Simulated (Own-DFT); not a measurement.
# Shaking the atoms of beta-Si3N4, 112 atoms (N64Si48)

Calculated results; nothing here was measured. They come from Own-DFT, an in-house plane-wave density functional program, since retired, whose code no person has reviewed. Each row is one single-point run on a periodic cell that was not relaxed, without spin or spin-orbit coupling.

Settings of every run: PBE; PseudoDojo norm-conserving scalar-relativistic files; cutoff 42 hartree; 2 x 2 x 4 k mesh centred on Gamma; Fermi-Dirac smearing of 0.1 eV.

Known limits, some of them of some rows only: some atoms lie very close together; forces on such cells moved up to 12 meV/angstrom on a denser k mesh; stress not checked against mesh or cutoff.

Cell vectors in Å: (15.212, 0.000, 0.000); (-7.606, 13.174, 0.000); (0.000, 0.000, 5.818). In each run every atom was moved at random and independently from its ideal site; u is the rms move along one axis. E is the free energy for each atom above the fitted value at u = 0, and F the rms of the force components.

```
run   u (Å)  E (meV/atom)  F (eV/Å)  largest force (eV/Å)  P (GPa)
  1  0.0206          22.4     0.937                  4.10     5.74
  2  0.0214          22.4     0.917                  3.23     5.51
  3  0.0487         121.1     2.187                  8.74     8.50
  4  0.0518             ?         ?                     ?        ?
  5  0.0523         132.9     2.254                  9.38     9.09
  6  0.0925         412.3     4.298                 25.20    15.78
  7  0.0979         518.1     4.917                 20.89    19.51
  8  0.1481         957.8     7.305                 39.68    29.85
```

## Worked fit

For small independent moves the energy grows as E = (3/2) K u², with K the mean stiffness felt by one atom. The runs with u up to 0.11 Å give K = 33.7 ± 1.0 eV/Å², with residuals divided by u² + 0.0006 Å², since the noise grows with the moves. The scatter is 6.9 meV/atom at u = 0.05 Å. The forces follow F = G u with G = 45.6 eV/Å²; no force at u = 0 is resolved. G exceeds K because the moves of its neighbours add to the force on an atom, and stiffness differs between atoms. At u = 0.148 Å the parabola gives 1109 meV/atom and the run 958. The pressure follows P = 5.06 + 1399 u² GPa: at fixed volume, shortened bonds push harder than stretched ones pull.

## Withheld run

Question: what energy and rms force should run 4 give?

The fit gives 136 ± 8 meV/atom and about 2.36 eV/Å. The calculation gave 136.5 meV/atom and 2.380 eV/Å.
